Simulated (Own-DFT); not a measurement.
# Strain and stress in grey tin, 32 atoms (Sn32)

Calculated results; nothing here was measured. They come from Own-DFT, an in-house plane-wave density functional program, since retired, whose code no person has reviewed. Each row is one single-point run on a periodic cell that was not relaxed, without spin or spin-orbit coupling.

Settings of every run: PBE; PseudoDojo norm-conserving scalar-relativistic files; cutoff 42 hartree; 3 x 3 x 5 k mesh centred on Gamma; cold (Marzari-Vanderbilt) smearing of 0.2 eV.

Known limits: forces on such cells failed a check on a denser k mesh; stress not checked against mesh or cutoff.

Unstrained cell vectors in Å: (12.978, 0.000, 0.000); (0.000, 12.978, 0.000); (0.000, 0.000, 6.489). The unstrained cell has measured lattice constants (interpolated for alloys), not those of this functional. That, the random moves and any unrelaxed bonds set the pressure at no strain. Each run strains this cell uniformly, with the atoms carried along. Every atom was also moved at random, by a Gaussian of width 0.05 Å on each axis. Strain is the symmetric tensor, in per cent. Stress is positive in tension, and the pressure is minus a third of its trace.

| run | e_xx (%) | e_yy (%) | e_zz (%) | s_xx (GPa) | s_yy (GPa) | s_zz (GPa) | P (GPa) | E (meV/atom) |
|---|---|---|---|---|---|---|---|---|
| 1 | 0.50 | 0.50 | 0.00 | -3.03 | -3.09 | -3.18 | 3.10 | 20.9 |
| 2 | -0.25 | -0.25 | 0.00 | -3.96 | -3.92 | -3.87 | 3.92 | 36.0 |
| 3 | -2.25 | -2.25 | 0.00 | -6.45 | -6.45 | -5.75 | 6.22 | 71.9 |
| 4 | -3.00 | -3.00 | 0.00 | -7.42 | -7.61 | -6.60 | 7.21 | 90.8 |
| 5 | 2.00 | 2.00 | 0.00 | -1.46 | -1.48 | -2.06 | 1.67 | 0.0 |
| 6 | 1.50 | 1.50 | 0.00 | -2.06 | -1.98 | -2.54 | 2.19 | 12.9 |
| 7 | -1.75 | -1.75 | 0.00 | -5.78 | -5.79 | -5.30 | 5.62 | 66.1 |
| 8 | -0.75 | -0.75 | 0.00 | ? | ? | ? | ? | ? |

E is the free energy for each atom above the lowest run shown.

## Worked fit

The change of volume is close to e_xx + e_yy + e_zz. A straight line through the runs shown gives P = 3.78 - 55 x (fractional change of volume) GPa, with an error of 1 on the slope and a scatter of 0.13 GPa. The strain isn't the same on all axes, but the crystal is cubic, so the slope still estimates the bulk modulus, averaged over pressures from 1.7 to 7.2 GPa.

## Withheld run

Question: what pressure should run 8 give? Its volume changes by -1.49 %.

The line gives 4.6 GPa. The calculation gave 4.49 GPa.
